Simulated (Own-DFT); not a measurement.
Hf36O71 (tetragonal hafnia with one neutral oxygen vacancy, atoms displaced) (calculated)

A calculation, not a measurement: plane-wave PBE and HSE06 DFT by an unreviewed code, no spin, of a simulated cell at Gamma alone, so results move with cell size and shape, stress positive in tension, energies less offsets, not probed for a lower state with spin; hafnium file: forces about 75 meV/angstrom off all-electron values; oxygen file: force components 24 meV/angstrom off all-electron in a glass; k mesh not checked against a denser one; forces and stress are PBE's, HSE06 gives the energy alone, and its difference from PBE has offsets of its own; offsets are fitted by least squares, one for each functional and potential file, so energies compare only between cells with the same atoms and settings and are not formation energies; the far tail of each file's local potential was reset to the Coulomb form; each entry is a single point on an unrelaxed cell, so the pressure reflects the starting lattice, taken from the Materials Project, from which strain is counted, and rises with the displacements; printed positions are rounded, which can move forces by about a meV/angstrom; the program is a retired in-house code; no spin-orbit coupling. Program: Own-DFT development build.

Common to all runs: first functional PBE; second functional HSE06; exact exchange share 0.25; screening 0.11 1/bohr; exchange divergence Gygi-Baldereschi; potential files PseudoDojo norm-conserving, scalar-relativistic, made for PBE, standard set; wave cutoff 48 hartree; occupations fixed; k mesh 1 x 1 x 1 centred on Gamma.

(1) 
```cif
# cell vector a (Å): 10.7800 0.0000 0.0000
# cell vector b (Å): 0.0000 10.7800 0.0000
# cell vector c (Å): 0.0000 0.0000 10.4493
data_Hf36O71
_symmetry_space_group_name_H-M 'P 1'
_symmetry_Int_Tables_number 1
_cell_length_a 10.7800
_cell_length_b 10.7800
_cell_length_c 10.4493
_cell_angle_alpha 90.000
_cell_angle_beta 90.000
_cell_angle_gamma 90.000
_cell_volume 1214.30
loop_
_atom_site_label
_atom_site_type_symbol
_atom_site_fract_x
_atom_site_fract_y
_atom_site_fract_z
_atom_site_occupancy
Hf1 Hf 0.00669 0.99998 0.98926 1
Hf2 Hf 0.16363 0.16902 0.25911 1
O1 O 0.99770 0.16756 0.16479 1
O2 O 0.16068 0.99252 0.34542 1
O3 O 0.00169 0.16417 0.41221 1
O4 O 0.17724 0.99506 0.09264 1
Hf3 Hf 0.01232 0.00073 0.50095 1
Hf4 Hf 0.17185 0.17694 0.74448 1
O5 O 0.99891 0.16150 0.64021 1
O6 O 0.16410 0.99947 0.85388 1
O7 O 0.00077 0.17539 0.90300 1
O8 O 0.16250 0.00821 0.59902 1
Hf5 Hf 0.99277 0.34894 0.99190 1
Hf6 Hf 0.16883 0.50122 0.25161 1
O9 O 0.99644 0.49717 0.15778 1
O10 O 0.16650 0.32052 0.32944 1
O11 O 0.00319 0.49219 0.40741 1
O12 O 0.16929 0.34753 0.09388 1
Hf7 Hf 0.00498 0.32840 0.50390 1
Hf8 Hf 0.17120 0.50136 0.74859 1
O13 O 0.99119 0.49955 0.63755 1
O14 O 0.17068 0.31842 0.85469 1
O15 O 0.99494 0.49369 0.90581 1
O16 O 0.17357 0.34045 0.59620 1
Hf9 Hf 0.00875 0.65883 0.99874 1
Hf10 Hf 0.16531 0.83812 0.23666 1
O17 O 0.00201 0.81833 0.14881 1
O18 O 0.15778 0.67314 0.35114 1
O19 O 0.00500 0.83351 0.40115 1
O20 O 0.16590 0.67203 0.10452 1
Hf11 Hf 0.01333 0.66050 0.50414 1
Hf12 Hf 0.17833 0.83545 0.74996 1
O21 O 0.99572 0.84474 0.65622 1
O22 O 0.15660 0.66316 0.84747 1
O23 O 0.01017 0.83437 0.91429 1
O24 O 0.14795 0.66192 0.60180 1
Hf13 Hf 0.33013 0.99041 0.99266 1
Hf14 Hf 0.50437 0.17069 0.26069 1
O25 O 0.33554 0.16732 0.14649 1
O26 O 0.49430 0.00831 0.34357 1
O27 O 0.32580 0.17069 0.41348 1
O28 O 0.49206 0.01395 0.09849 1
Hf15 Hf 0.33492 0.99402 0.49881 1
Hf16 Hf 0.50223 0.17189 0.75756 1
O29 O 0.34286 0.16997 0.65196 1
O30 O 0.50341 0.00339 0.85186 1
O31 O 0.33911 0.17853 0.90302 1
O32 O 0.49950 0.98315 0.60296 1
Hf17 Hf 0.33705 0.32186 0.01104 1
Hf18 Hf 0.49212 0.49406 0.25597 1
O33 O 0.33178 0.49191 0.14251 1
O34 O 0.49754 0.31618 0.33536 1
O35 O 0.33624 0.50275 0.40798 1
O36 O 0.50046 0.32301 0.08451 1
Hf19 Hf 0.33442 0.33729 0.49967 1
Hf20 Hf 0.48629 0.50991 0.75464 1
O37 O 0.34062 0.51206 0.64893 1
O38 O 0.49888 0.34495 0.84885 1
O39 O 0.34116 0.50122 0.89773 1
O40 O 0.50560 0.32855 0.59911 1
Hf21 Hf 0.33455 0.66947 0.00113 1
Hf22 Hf 0.49956 0.81879 0.24087 1
O41 O 0.34183 0.84189 0.15555 1
O42 O 0.50463 0.66729 0.34081 1
O43 O 0.32544 0.82917 0.39585 1
O44 O 0.50209 0.67026 0.09840 1
Hf23 Hf 0.33200 0.66291 0.50314 1
Hf24 Hf 0.51090 0.83244 0.75603 1
O45 O 0.32382 0.83917 0.66336 1
O46 O 0.48693 0.67679 0.84203 1
O47 O 0.32968 0.82857 0.89806 1
O48 O 0.49800 0.65505 0.60134 1
Hf25 Hf 0.67223 0.99755 0.00169 1
Hf26 Hf 0.83290 0.14934 0.23199 1
O49 O 0.66891 0.18213 0.14539 1
O50 O 0.83218 0.99795 0.36793 1
O51 O 0.67085 0.16099 0.40451 1
O52 O 0.83427 0.00624 0.08192 1
Hf27 Hf 0.66858 0.99780 0.49294 1
Hf28 Hf 0.82754 0.15785 0.74411 1
O53 O 0.65615 0.16135 0.64728 1
O54 O 0.84337 0.00314 0.84646 1
O55 O 0.67808 0.17757 0.91767 1
Hf29 Hf 0.66415 0.33614 0.00942 1
Hf30 Hf 0.83081 0.49465 0.24863 1
O56 O 0.67026 0.50652 0.15033 1
O57 O 0.81864 0.33212 0.34715 1
O58 O 0.66071 0.50106 0.40254 1
O59 O 0.83631 0.33281 0.09839 1
Hf31 Hf 0.66668 0.33404 0.50056 1
Hf32 Hf 0.83480 0.50238 0.75689 1
O60 O 0.66557 0.49943 0.64814 1
O61 O 0.84046 0.32024 0.85264 1
O62 O 0.67948 0.49760 0.89665 1
O63 O 0.83582 0.32647 0.61444 1
Hf33 Hf 0.66909 0.67944 0.00306 1
Hf34 Hf 0.83670 0.83860 0.25319 1
O64 O 0.67303 0.82036 0.15056 1
O65 O 0.83246 0.67115 0.33502 1
O66 O 0.66316 0.81838 0.39504 1
O67 O 0.84880 0.65903 0.09719 1
Hf35 Hf 0.66414 0.64965 0.50952 1
Hf36 Hf 0.84077 0.81762 0.75776 1
O68 O 0.66675 0.84230 0.65072 1
O69 O 0.83747 0.66694 0.85083 1
O70 O 0.66843 0.84405 0.89292 1
O71 O 0.83890 0.67339 0.59040 1
_calc_PBE_energy_of_cell_above_offsets '-87.056'  # eV
_calc_HSE06_less_PBE_above_offsets '0.666'  # eV
_calc_PBE_pressure 5.51  # GPa
_calc_PBE_stress_xx -4.49  # GPa
_calc_PBE_stress_yy -6.6  # GPa
_calc_PBE_stress_zz -5.43  # GPa
_calc_PBE_stress_yz -0.81  # GPa
_calc_PBE_stress_xz -0.19  # GPa
_calc_PBE_stress_xy -0.06  # GPa
```

Force:
```tsv
element	x (eV/Å)	y (eV/Å)	z (eV/Å)
Hf	0.526	2.221	-0.062
Hf	0.773	-4.747	-3.376
O	1.503	-0.747	-1.036
O	0.548	1.452	0.286
O	0.523	0.926	-1.64
O	-2.21	-0.373	0.868
Hf	-3.049	-1.089	-0.221
Hf	-0.923	-2.555	0.288
O	0.668	0.512	1.981
O	0.884	0.688	-1.291
O	0.71	-1.768	0.257
O	3.349	-0.636	0.672
Hf	0.481	-6.818	3.387
Hf	-2.157	-0.477	-1.22
O	1.888	0.216	-0.347
O	0.481	6.251	3.713
O	0.734	0.059	-1.05
O	-1.274	-0.116	0.147
Hf	-2.855	-0.328	0.307
Hf	-0.778	-1.094	0.426
O	1.535	-0.356	2.705
O	-0.246	4.225	-1.243
O	0.568	4.473	-3.837
O	-0.138	0.13	0.477
Hf	-1.046	1.994	1.668
Hf	-0.5	-0.291	1.895
O	-0.817	1.742	0.433
O	1.151	-1.835	-0.239
O	-0.477	-0.127	0.219
O	2.012	-0.948	-0.717
Hf	-6.62	0.995	-5.094
Hf	-5.556	0.939	2.192
O	1.163	-0.183	0.396
O	0.758	-0.473	-0.262
O	-0.811	-1.554	-1.318
O	7.591	0.068	3.52
Hf	1.973	3.197	0.938
Hf	0.082	-7.258	-6.069
O	-1.216	0.856	1.706
O	-0.358	-2.335	1.282
O	-0.185	-0.499	-0.446
O	2.333	-1.49	-1.048
Hf	0.963	0.563	0.077
Hf	-0.388	0.556	0.241
O	-0.889	0.008	0.34
O	-0.171	-0.624	-0.2
O	0.069	-3.672	-1.406
O	-1.221	0.225	-1.229
Hf	-1.933	0.898	-0.841
Hf	1.759	0.721	-1.657
O	1.349	1.531	2.121
O	-0.595	8.72	4.224
O	-0.016	-0.552	-1.663
O	0.451	1.239	2.92
Hf	1.562	-2.749	1.142
Hf	3.512	-1.896	0.999
O	-3.623	-0.598	-0.617
O	0.49	-0.944	-0.757
O	-1.273	1.014	0.087
O	-1.808	1.041	-1.128
Hf	-0.296	-1.404	-0.083
Hf	1.808	3.034	1.931
O	-1.564	-1.016	-1.886
O	-1.532	-2.5	1.077
O	0.929	-0.498	1.569
O	-0.741	-0.152	-0.791
Hf	-0.292	2.2	-0.564
Hf	0.217	4.108	-2.534
O	3.833	-1.015	-3.14
O	0.879	-1.697	2.05
O	-0.447	-0.287	0.52
O	-0.449	1.452	-0.671
Hf	-3.294	2.921	-0.82
Hf	-0.998	2.46	2.752
O	-0.251	-1.44	1.802
O	-0.209	-0.195	-2.272
O	-0.803	1.109	-0.578
O	0.887	-0.452	2.588
Hf	0.139	-1.46	1.374
Hf	0.816	1.495	-0.246
O	0.988	-0.433	0.728
O	-0.296	-1.937	-0.31
O	-0.897	-2.803	-2.09
Hf	1.969	0.777	-1.629
Hf	0.522	0.686	0.458
O	-2.238	-0.253	0.327
O	0.46	-0.41	0.252
O	-0.787	-1.372	-0.722
O	-0.2	0.55	0.483
Hf	2.682	-1.363	0.75
Hf	-1.444	-3.314	-1.028
O	0.566	0.369	0.589
O	0.048	2.718	-0.757
O	-0.496	1.957	0.733
O	-0.825	0.486	-2.029
Hf	2.267	-2.559	0.566
Hf	0.99	-2.422	1.804
O	-0.255	0.984	-1.374
O	0.082	-1.277	0.415
O	-0.208	1.736	0.748
O	-2.518	0.382	-1.665
Hf	1.756	2.936	-0.912
Hf	-0.261	4.344	-3.184
O	1.208	-1.266	0.72
O	0.044	-1.116	1.089
O	-0.025	-2.178	0.8
O	-1.014	-0.209	1.255
```

(2) 
```cif
# cell vector a (Å): 10.7800 0.0000 0.0000
# cell vector b (Å): 0.0000 10.7800 0.0000
# cell vector c (Å): 0.0000 0.0000 10.4493
data_Hf36O71
_symmetry_space_group_name_H-M 'P 1'
_symmetry_Int_Tables_number 1
_cell_length_a 10.7800
_cell_length_b 10.7800
_cell_length_c 10.4493
_cell_angle_alpha 90.000
_cell_angle_beta 90.000
_cell_angle_gamma 90.000
_cell_volume 1214.30
loop_
_atom_site_label
_atom_site_type_symbol
_atom_site_fract_x
_atom_site_fract_y
_atom_site_fract_z
_atom_site_occupancy
Hf1 Hf 0.99778 0.00309 0.00072 1
Hf2 Hf 0.17102 0.16786 0.25109 1
O1 O 0.99974 0.16400 0.15043 1
O2 O 0.16887 0.00267 0.34797 1
O3 O 0.00422 0.16926 0.39755 1
O4 O 0.16696 0.00007 0.09926 1
Hf3 Hf 0.99905 0.99191 0.50468 1
Hf4 Hf 0.16357 0.16845 0.75149 1
O5 O 0.99901 0.16628 0.65186 1
O6 O 0.16267 0.99769 0.84487 1
O7 O 0.99764 0.16824 0.89726 1
O8 O 0.17227 0.99902 0.60095 1
Hf5 Hf 0.00082 0.33832 0.00159 1
Hf6 Hf 0.17138 0.50057 0.24867 1
O9 O 0.00068 0.49734 0.15334 1
O10 O 0.16279 0.33158 0.34922 1
O11 O 0.99904 0.49955 0.39785 1
O12 O 0.16811 0.33794 0.09621 1
Hf7 Hf 0.00678 0.33045 0.50061 1
Hf8 Hf 0.16624 0.49833 0.74903 1
O13 O 0.99778 0.49592 0.65114 1
O14 O 0.16972 0.33302 0.84692 1
O15 O 0.00198 0.50201 0.90151 1
O16 O 0.16649 0.33722 0.59338 1
Hf9 Hf 0.00338 0.66862 0.99645 1
Hf10 Hf 0.16875 0.83560 0.25182 1
O17 O 0.99892 0.84086 0.15903 1
O18 O 0.16455 0.66438 0.34866 1
O19 O 0.99808 0.83382 0.40291 1
O20 O 0.17049 0.66497 0.09311 1
Hf11 Hf 0.99827 0.66531 0.49829 1
Hf12 Hf 0.16406 0.83573 0.75211 1
O21 O 0.00001 0.82838 0.65107 1
O22 O 0.16668 0.66410 0.84803 1
O23 O 0.99570 0.83727 0.89868 1
O24 O 0.16506 0.66556 0.59439 1
Hf13 Hf 0.33266 0.98984 0.00388 1
Hf14 Hf 0.50172 0.16623 0.24735 1
O25 O 0.33237 0.16994 0.15420 1
O26 O 0.49922 0.00063 0.34643 1
O27 O 0.33585 0.16358 0.39391 1
O28 O 0.50333 0.99611 0.09319 1
Hf15 Hf 0.33669 0.00203 0.50056 1
Hf16 Hf 0.50212 0.17172 0.74890 1
O29 O 0.33109 0.17222 0.65662 1
O30 O 0.50133 0.99931 0.84619 1
O31 O 0.33673 0.16586 0.90322 1
O32 O 0.50235 0.99563 0.59939 1
Hf17 Hf 0.33128 0.33660 0.99414 1
Hf18 Hf 0.49927 0.49969 0.24860 1
O33 O 0.33244 0.50244 0.14906 1
O34 O 0.50309 0.33289 0.34217 1
O35 O 0.33680 0.50106 0.40213 1
O36 O 0.49639 0.32830 0.09630 1
Hf19 Hf 0.33733 0.33296 0.49756 1
Hf20 Hf 0.50419 0.50007 0.75099 1
O37 O 0.33239 0.49860 0.65193 1
O38 O 0.50141 0.33526 0.84875 1
O39 O 0.33358 0.49737 0.90197 1
O40 O 0.49997 0.33583 0.59615 1
Hf21 Hf 0.33069 0.66634 0.00277 1
Hf22 Hf 0.50005 0.83393 0.24794 1
O41 O 0.32767 0.83406 0.15098 1
O42 O 0.49670 0.66835 0.34817 1
O43 O 0.33262 0.83091 0.40674 1
O44 O 0.50115 0.67101 0.09291 1
Hf23 Hf 0.33523 0.66639 0.50131 1
Hf24 Hf 0.49973 0.83433 0.74960 1
O45 O 0.32737 0.83073 0.65065 1
O46 O 0.50333 0.66584 0.84785 1
O47 O 0.33263 0.83609 0.90401 1
O48 O 0.50049 0.66865 0.59639 1
Hf25 Hf 0.66724 0.99599 0.00072 1
Hf26 Hf 0.83777 0.16629 0.25577 1
O49 O 0.66711 0.16455 0.15375 1
O50 O 0.82859 0.00022 0.34752 1
O51 O 0.66589 0.16770 0.40484 1
O52 O 0.83385 0.00087 0.09981 1
Hf27 Hf 0.66481 0.00058 0.50177 1
Hf28 Hf 0.83470 0.16768 0.75493 1
O53 O 0.66742 0.16695 0.65456 1
O54 O 0.83715 0.00000 0.84789 1
O55 O 0.66601 0.16625 0.89950 1
O56 O 0.82801 0.00243 0.59696 1
Hf29 Hf 0.67075 0.33417 0.00161 1
Hf30 Hf 0.83929 0.50481 0.24424 1
O57 O 0.67052 0.49863 0.15388 1
O58 O 0.83634 0.33487 0.34622 1
O59 O 0.67126 0.49974 0.40068 1
O60 O 0.83212 0.32643 0.10060 1
Hf31 Hf 0.67069 0.33587 0.50145 1
Hf32 Hf 0.83649 0.50083 0.74043 1
O61 O 0.66696 0.50232 0.65001 1
O62 O 0.84139 0.33502 0.84772 1
O63 O 0.66847 0.49928 0.90561 1
O64 O 0.83290 0.33439 0.59579 1
Hf33 Hf 0.66818 0.66741 0.99559 1
Hf34 Hf 0.83524 0.83251 0.25022 1
O65 O 0.66910 0.83209 0.14931 1
O66 O 0.83229 0.67014 0.34631 1
O67 O 0.83401 0.66883 0.09262 1
Hf35 Hf 0.66743 0.66584 0.49415 1
Hf36 Hf 0.83344 0.83740 0.74791 1
O68 O 0.66568 0.83255 0.65444 1
O69 O 0.83426 0.66127 0.85260 1
O70 O 0.66907 0.83324 0.90187 1
O71 O 0.83338 0.66710 0.60116 1
_calc_PBE_energy_of_cell_above_offsets '-101.028'  # eV
_calc_HSE06_less_PBE_above_offsets '-0.148'  # eV
_calc_PBE_pressure 0.83  # GPa
_calc_PBE_stress_xx -0.97  # GPa
_calc_PBE_stress_yy 0.02  # GPa
_calc_PBE_stress_zz -1.54  # GPa
_calc_PBE_stress_yz -0.51  # GPa
_calc_PBE_stress_xz 0.45  # GPa
_calc_PBE_stress_xy 0.01  # GPa
```

Force:
```tsv
element	x (eV/Å)	y (eV/Å)	z (eV/Å)
Hf	0.121	0.412	0.314
Hf	-0.704	-0.299	-0.462
O	0.595	0.167	-0.049
O	-0.079	-0.808	0.269
O	-0.484	-1.307	0.905
O	-0.116	-0.156	-0.317
Hf	0.412	1.476	-0.401
Hf	0.49	-0.749	0.132
O	0.185	-0.007	-0.284
O	0.068	0.781	0.558
O	0.413	0.09	0.686
O	-1.118	0.081	-0.514
Hf	-0.547	-0.777	-0.081
Hf	-0.774	-0.48	0.595
O	0.691	0.255	-0.831
O	0.666	0.866	-0.286
O	-0.064	0.304	0.629
O	-0.278	-0.013	0.105
Hf	-1.403	0.269	-1.112
Hf	0.311	0.397	-0.288
O	0.969	0.251	-0.345
O	-0.339	0.152	-0.046
O	0.339	-0.112	0.2
O	0.799	-0.189	0.649
Hf	-0.85	0.037	-0.488
Hf	-0.695	0.273	0.634
O	1.006	-0.651	-0.751
O	0.088	0.471	-0.708
O	0.148	-0.187	0.14
O	-1.341	0.132	0.911
Hf	0.578	-0.407	0.011
Hf	0.53	-0.561	-0.57
O	-0.177	0.815	-0.244
O	0	0.625	-0.112
O	0.338	-0.843	0.594
O	-0.279	-0.358	0.147
Hf	0.192	2.526	-0.384
Hf	-0.037	0.543	-0.412
O	0.313	-0.406	-0.209
O	0.359	-0.793	0.055
O	-0.013	0.737	1.375
O	-0.876	-0.225	0.704
Hf	-0.342	-0.555	-0.119
Hf	-0.332	-0.604	1.014
O	0.433	-0.104	-0.9
O	0.059	0.017	-0.239
O	-0.363	-0.381	0.249
O	-0.767	0.301	-0.214
Hf	0.676	-1.72	0.634
Hf	0.614	-0.287	-0.203
O	0.694	0.203	0.26
O	-0.377	0.42	0.521
O	-0.113	-0.578	-0.419
O	0.729	0.637	-0.209
Hf	-0.299	-0.133	0.075
Hf	-0.549	0.145	-0.093
O	0.407	0.081	0.22
O	0.044	0.084	-0.439
O	-0.052	1.312	-0.321
O	0.271	-0.19	-0.023
Hf	1.175	-0.413	-1.133
Hf	0.533	-0.014	0.082
O	0.921	-0.049	0.108
O	0.68	-0.132	-0.428
O	-0.108	0.783	-0.711
O	-0.407	-0.118	0.592
Hf	-0.363	0.168	0.507
Hf	-0.36	-0.031	-0.194
O	0.937	-0.05	0.706
O	-0.169	0.203	-0.292
O	-0.065	-1.371	-0.503
O	0.296	-0.147	-0.123
Hf	0.324	0.998	-0.139
Hf	-0.382	0.617	-0.755
O	0.178	-0.06	0.031
O	0.011	-0.709	0.548
O	-0.044	-0.016	0.273
O	-0.155	-0.156	-0.474
Hf	0.083	-0.185	-0.86
Hf	-0.349	0.333	-0.238
O	-0.032	0.198	-0.174
O	-0.212	0.122	-0.043
O	0.348	0.141	0.457
O	1.175	-0.555	0.305
Hf	-0.881	-0.581	0.193
Hf	-0.93	-1.084	1.199
O	-0.721	0.109	-0.164
O	-0.243	0.112	-0.036
O	-0.409	0.414	0.183
O	0.773	0.564	-0.514
Hf	-0.022	-0.427	-0.74
Hf	-0.788	0.038	1.453
O	-0.019	-0.222	0.07
O	-0.432	0.277	-0.053
O	-0.286	-0.263	-0.467
O	0.439	-0.031	0.284
Hf	0.125	-0.251	0.124
Hf	-0.705	0.943	-0.267
O	-0.336	0.074	0.964
O	-0.261	-0.316	0.336
O	0.786	-0.152	0.742
Hf	-0.271	0.52	0.533
Hf	-0.377	-1.098	0.691
O	0.327	0.04	-0.451
O	0.081	0.882	-1.102
O	0.1	0.031	-0.35
O	-0.133	-0.115	-0.683
```
